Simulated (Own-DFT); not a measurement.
# Strain and stress in bcc W, 16 atoms (W16)

Calculated results; nothing here was measured. They come from Own-DFT, an in-house plane-wave density functional program, since retired, whose code no person has reviewed. Each row is one single-point run on a periodic cell that was not relaxed, without spin or spin-orbit coupling.

Settings of every run: PBE; PseudoDojo norm-conserving scalar-relativistic files; cutoff 50 hartree; 5 x 5 x 5 k mesh centred on Gamma; cold (Marzari-Vanderbilt) smearing of 0.2 eV.

Known limits: forces on such cells failed a check on a denser k mesh; stress not checked against mesh or cutoff.

Unstrained cell vectors in Å: (6.330, 0.000, 0.000); (0.000, 6.330, 0.000); (0.000, 0.000, 6.330). The unstrained cell has measured lattice constants (interpolated for alloys), not those of this functional. That, the random moves and any unrelaxed bonds set the pressure at no strain. Each run strains this cell uniformly, with the atoms carried along. Every atom was also moved at random, by a Gaussian of width 0.05 Å on each axis. Strain is the symmetric tensor, in per cent. Stress is positive in tension, and the pressure is minus a third of its trace.

| run | e_xx (%) | e_yy (%) | e_zz (%) | e_yz (%) | e_xz (%) | e_xy (%) | s_xx (GPa) | s_yy (GPa) | s_zz (GPa) | s_yz (GPa) | s_xz (GPa) | s_xy (GPa) | P (GPa) | E (meV/atom) |
|---|---|---|---|---|---|---|---|---|---|---|---|---|---|---|
| 1 | 0.93 | -1.33 | -1.98 | 1.90 | -1.55 | -1.94 | -11.71 | -19.16 | -21.50 | 5.24 | -4.84 | -6.37 | 17.45 | 80.2 |
| 2 | -0.20 | -1.08 | 0.94 | -0.82 | 1.03 | -1.54 | -9.11 | -12.57 | -6.14 | -2.15 | 3.45 | -4.82 | 9.27 | 35.0 |
| 3 | -0.14 | -1.75 | -0.64 | -1.95 | 0.61 | -0.50 | -14.34 | -19.86 | -15.84 | -6.42 | 2.09 | -1.59 | 16.68 | 46.4 |
| 4 | -0.23 | -1.82 | -1.40 | -0.77 | 0.77 | -1.13 | -17.09 | -22.40 | -20.96 | -2.63 | 2.55 | -4.00 | 20.15 | 59.7 |
| 5 | 1.59 | 1.11 | -0.32 | 1.41 | 1.39 | -1.68 | 1.83 | 0.48 | -3.77 | 4.68 | 4.73 | -5.38 | 0.49 | 13.5 |
| 6 | -0.35 | 1.47 | 1.59 | -0.02 | 0.66 | 0.23 | -3.12 | 2.10 | 3.22 | -0.02 | 1.84 | 0.83 | -0.73 | 0.0 |
| 7 | -0.34 | 1.93 | 1.46 | -1.73 | 1.10 | -0.15 | -2.25 | 4.95 | 3.45 | -5.08 | 2.91 | -0.01 | -2.05 | 0.5 |
| 8 | 1.57 | 1.02 | -1.91 | 0.57 | -1.85 | 1.46 | -1.24 | -2.94 | -12.53 | 2.49 | -5.81 | 4.91 | 5.57 | 10.8 |
| 9 | -1.71 | -0.55 | 1.35 | -1.01 | -0.49 | -1.30 | -15.73 | -11.14 | -6.22 | -3.37 | -1.89 | -4.29 | 11.03 | 34.5 |
| 10 | -0.92 | 0.25 | -1.77 | 1.53 | 1.28 | 0.34 | -17.14 | -13.23 | -19.80 | 4.86 | 4.02 | 0.70 | 16.72 | 50.5 |
| 11 | -1.11 | -0.55 | 1.82 | 1.53 | -0.05 | -0.39 | -11.56 | -9.63 | -1.78 | 5.06 | -0.05 | -1.07 | 7.66 | 25.1 |
| 12 | -0.55 | -1.89 | 0.12 | -1.39 | -1.10 | 1.15 | -15.14 | -19.97 | -13.27 | -4.22 | -3.69 | 3.90 | 16.13 | 47.5 |
| 13 | 0.61 | 1.26 | 0.34 | -0.40 | -1.78 | 0.47 | -1.48 | 0.69 | -2.24 | -0.97 | -5.14 | 1.12 | 1.01 | 10.0 |
| 14 | 1.23 | 1.00 | 0.10 | 1.77 | 1.60 | 0.29 | 0.48 | 0.02 | -2.56 | 4.81 | 4.60 | 0.75 | 0.69 | 15.5 |
| 15 | 1.09 | -1.49 | 1.83 | 0.58 | -0.03 | 1.50 | ? | ? | ? | ? | ? | ? | ? | ? |

E is the free energy for each atom above the lowest run shown.

## Worked fit

Each stress component was fitted by least squares to a constant and the strains of the runs shown, as fractions, with shears doubled. Shear strains stay in the fit of a normal stress only where such slopes are resolved. The slopes, in GPa:

```
stress,at no strain,per e_xx,per e_yy,per e_zz,scatter
s_xx,-8.3,543 ± 16,226 ± 11,238 ± 12,0.43
s_yy,-8.4,207 ± 18,563 ± 12,229 ± 13,0.49
s_zz,-8.4,229 ± 16,237 ± 11,562 ± 12,0.44
```

Each shear stress against twice its own strain: yz 153 ± 6, xz 155 ± 4, xy 163 ± 5 GPa. These are stiffnesses along x, y and z of the frame in which the cell vectors are given, which need not be the crystal's axes. The atoms are held to the strained lattice; where symmetry lets them move under strain, relaxing them would lower some slopes. The table should be nearly symmetric about its diagonal, and what it lacks of that shows the noise. A ninth of its sum, 337 ± 5 GPa, estimates the bulk modulus near the mean pressure of these runs, 8.6 GPa, so it lies above the value at zero pressure.

## Withheld run

Question: what normal stresses and pressure should run 15 give?

The fit gives s_xx = -1.5, s_yy = -10.3, s_zz = 0.9 and P = 3.6 GPa. The calculation gave -0.79, -9.63, 1.10 and P = 3.10 GPa.
